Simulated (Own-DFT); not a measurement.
## Calculated data, SiC (4H silicon carbide, strained, atoms displaced)

Computed with Own-DFT development build. A calculation, not a measurement: plane-wave PBE density functional theory by an unreviewed code, no spin, of a simulated periodic cell, stress positive in tension, free energy of the whole cell less one offset for each atom, forces on such cells passed a denser k mesh, this cell's mesh not checked; offsets are fitted by least squares, one for each functional and potential file, so energies compare only between cells with the same atoms and settings and are not formation energies; the far tail of each file's local potential was reset to the Coulomb form; each entry is a single point on an unrelaxed cell, so the pressure reflects the starting lattice, mostly measured values (interpolated for alloys), from which strain is counted, and rises with the displacements; printed positions are rounded, which can move forces by about a meV/angstrom; the program, named Own-DFT, is a retired in-house code; no spin-orbit coupling.

## SiC (4H silicon carbide, strained, atoms displaced)

```
cell vectors (Å)
   9.3201     0.0626    -0.0250
  -4.6058     8.0549     0.1710
  -0.0272     0.1993    10.1085
atoms (fractions of the cell vectors)
Si  0.00812  0.00005  0.39564
Si  0.11149  0.22427  0.15643
C   0.00014  0.99707  0.09579
C   0.11900  0.21527  0.34390
Si  0.00242  0.33273  0.40566
Si  0.11728  0.55672  0.15626
C   0.00136  0.33610  0.09666
C   0.11443  0.55224  0.33935
Si  0.00158  0.66719  0.40297
Si  0.10618  0.89467  0.15143
C   0.98794  0.67049  0.10110
C   0.10572  0.88466  0.34690
Si  0.33889  0.99761  0.40658
Si  0.44936  0.22178  0.15141
C   0.32764  0.99336  0.09012
C   0.44255  0.22706  0.34653
Si  0.32506  0.32588  0.41096
Si  0.44705  0.54622  0.15847
C   0.31990  0.32608  0.09229
C   0.44470  0.55704  0.34335
Si  0.32512  0.66070  0.40690
Si  0.44678  0.88532  0.15788
C   0.33922  0.67021  0.09108
C   0.44321  0.88444  0.34394
Si  0.67341  0.00617  0.40094
Si  0.78622  0.22743  0.15890
C   0.65444  0.99261  0.09807
C   0.77496  0.21593  0.34079
Si  0.65962  0.32332  0.40276
Si  0.77998  0.55628  0.15416
C   0.66360  0.32847  0.10315
C   0.78344  0.55543  0.33928
Si  0.66193  0.66856  0.40166
Si  0.77059  0.89254  0.14992
C   0.66057  0.66157  0.08451
C   0.77655  0.89188  0.34908
Si  0.99662  0.00437  0.91244
Si  0.88825  0.78578  0.65147
C   0.00696  0.00347  0.59562
C   0.88558  0.77784  0.84102
Si  0.00208  0.66253  0.90460
Si  0.88153  0.44434  0.66029
C   0.01145  0.67895  0.60209
C   0.88519  0.44145  0.84634
Si  0.00399  0.33469  0.89696
Si  0.89691  0.09947  0.65143
C   0.00427  0.33305  0.59892
C   0.88384  0.10758  0.84944
Si  0.67488  0.00708  0.90492
Si  0.54607  0.78302  0.65401
C   0.67146  0.00195  0.58522
C   0.55306  0.78224  0.83896
Si  0.66017  0.65127  0.90881
Si  0.56138  0.44234  0.65523
C   0.66977  0.65804  0.58749
C   0.55234  0.44078  0.84034
Si  0.66095  0.33178  0.90769
Si  0.54776  0.11012  0.66117
C   0.66530  0.33839  0.59045
C   0.55885  0.10749  0.84307
Si  0.33608  0.99876  0.90193
Si  0.23002  0.78255  0.65689
C   0.33823  0.00622  0.59527
C   0.22023  0.76521  0.84794
Si  0.32797  0.66923  0.90932
Si  0.21741  0.44980  0.65373
C   0.33212  0.66827  0.59191
C   0.21503  0.44136  0.84605
Si  0.32983  0.33949  0.90158
Si  0.22509  0.11637  0.65069
C   0.33103  0.34425  0.59545
C   0.23132  0.12453  0.83921
```

Settings of this run: functional PBE, potential files PseudoDojo norm-conserving, scalar-relativistic, standard set, wave cutoff 42 hartree, occupations Fermi-Dirac, smearing width 0.1 eV, hardware one NVIDIA H100 and k mesh 4 x 4 x 3 centred on Gamma.

It finds free energy of cell above offsets -6.703 eV; pressure 0.4 GPa; stress xx -1.31 GPa; stress yy 1.68 GPa; stress zz -1.58 GPa; stress yz 6.6 GPa; stress xz -0.61 GPa; stress xy 2.08 GPa; wall time 344.3 s.

Force:
```
element  x (eV/Å)  y (eV/Å)  z (eV/Å)
     Si    -1.886    -1.033     2.204
     Si    -0.289    -0.922     0.134
      C    -2.733     1.772    -0.281
      C    -2.185     1.307    -0.479
     Si    -0.033    -0.752     0.497
     Si    -1.044     0.621    -0.723
      C     0.189         0    -1.095
      C    -0.753     0.151     1.103
     Si    -0.129    -0.901     1.124
     Si     2.347    -1.811     1.473
      C     3.572     0.157    -2.187
      C     1.999     0.814    -1.272
     Si    -1.188     0.291    -0.437
     Si    -2.299    -1.235     1.052
      C     0.522     0.836     0.418
      C     0.634    -1.414    -0.649
     Si     1.282      2.03    -0.283
     Si    -1.592     0.579    -0.732
      C      2.53     1.208    -0.534
      C    -0.374    -0.834     0.178
     Si     1.368     0.668    -0.579
     Si    -2.195    -0.562    -0.069
      C    -0.137    -0.956     1.068
      C     0.214     0.498     0.243
     Si    -0.821     -2.13     0.937
     Si    -0.974    -1.226     -0.75
      C     1.593     2.666    -1.626
      C     0.496     2.125     0.658
     Si     0.316     1.978     0.163
     Si    -1.564    -0.739     0.776
      C     0.801     1.121    -2.133
      C    -1.135     -0.36     0.797
     Si     1.513     -0.79     0.606
     Si     1.595      -1.5     1.335
      C     0.482     0.207      2.56
      C     1.144     0.009    -1.957
     Si     1.685    -1.146    -1.624
     Si     0.774    -1.705     0.798
      C     0.945    -0.432    -2.031
      C     0.311     0.069     0.804
     Si    -1.862     0.633     0.608
     Si     1.195     0.662    -1.004
      C    -0.768    -1.525    -1.595
      C    -0.367    -0.032       0.2
     Si     -1.54    -1.131     1.914
     Si    -3.183     1.939      1.14
      C    -1.552    -0.482    -1.052
      C      1.31     1.406    -1.383
     Si     -1.43    -2.516     0.666
     Si     2.638    -0.671    -0.309
      C    -0.643     0.372     1.377
      C     0.278    -0.696     1.064
     Si    -0.483      2.57     -2.74
     Si    -2.095     0.847    -0.559
      C    -1.335     1.747     0.621
      C    -0.175    -0.046     0.743
     Si     0.896    -0.624     0.452
     Si     2.408     0.887    -1.563
      C     1.135    -1.671     0.263
      C    -1.095     0.987     0.647
     Si    -0.816    -0.182     0.554
     Si    -1.022    -0.546     0.414
      C    -0.322    -0.601    -0.294
      C    -2.042     2.775     -1.33
     Si     3.163    -1.043    -0.192
     Si     0.958    -0.281     1.051
      C    -0.417     0.203    -0.111
      C      0.65     1.914    -1.137
     Si     0.995    -1.062     0.646
     Si    -0.184     0.412     1.203
      C     1.221    -1.015    -0.306
      C    -0.495    -1.891     0.525
```
